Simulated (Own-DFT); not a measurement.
# Energy and forces against displacement in zincblende GaP, 64 atoms (Ga32P32)

Calculated results; nothing here was measured. The program, named Own-DFT, is a retired in-house plane-wave density functional code that no person has reviewed. Each row is one single-point run on a periodic cell that was not relaxed, without spin or spin-orbit coupling.

Settings of every run: PBE; PseudoDojo norm-conserving scalar-relativistic files; cutoff 42 hartree; 3 x 3 x 3 k mesh centred on Gamma; Fermi-Dirac smearing of 0.1 eV.

Known limits, some of them of some rows only: some atoms lie very close together; forces on such cells passed a denser k mesh, each cell not checked; stress not checked against mesh or cutoff.

Cell vectors in Å: (10.901, 0.000, 0.000); (0.000, 10.901, 0.000); (0.000, 0.000, 10.901). In each run every atom was moved at random and independently from its ideal site; u is the rms move along one axis. E is the free energy for each atom above the fitted value at u = 0, and F the rms of the force components.

```
run   u (Å)  E (meV/atom)  F (eV/Å)  largest force (eV/Å)  P (GPa)
  1  0.0190           5.8     0.254                  0.86     2.69
  2  0.0198           7.8     0.300                  0.95     2.73
  3  0.0453             ?         ?                     ?        ?
  4  0.0488          39.7     0.671                  3.18     3.17
  5  0.0518          45.9     0.731                  2.51     3.32
  6  0.0948         163.3     1.550                  7.19     5.15
  7  0.1020         167.5     1.543                  5.62     5.04
  8  0.1099         237.6     2.038                 11.96     6.24
  9  0.1673         522.7     3.363                 16.07    10.05
 10  0.2141         737.8     4.001                 17.33    13.22
```

## Worked fit

For small independent moves the energy grows as E = (3/2) K u², with K the mean stiffness felt by one atom. The runs with u up to 0.11 Å give K = 11.8 ± 0.5 eV/Å², with residuals divided by u² + 0.0006 Å², since the noise grows with the moves. The scatter is 3.9 meV/atom at u = 0.05 Å. The forces follow F = G u with G = 15.3 eV/Å²; no force at u = 0 is resolved. G exceeds K because the moves of its neighbours add to the force on an atom, and stiffness differs between atoms. At u = 0.214 Å the parabola gives 810 meV/atom and the run 738. The pressure follows P = 2.56 + 278 u² GPa: at fixed volume, shortened bonds push harder than stretched ones pull.

## Withheld run

Question: what energy and rms force should run 3 give?

The fit gives 36 ± 4 meV/atom and about 0.69 eV/Å. The calculation gave 36.6 meV/atom and 0.644 eV/Å.
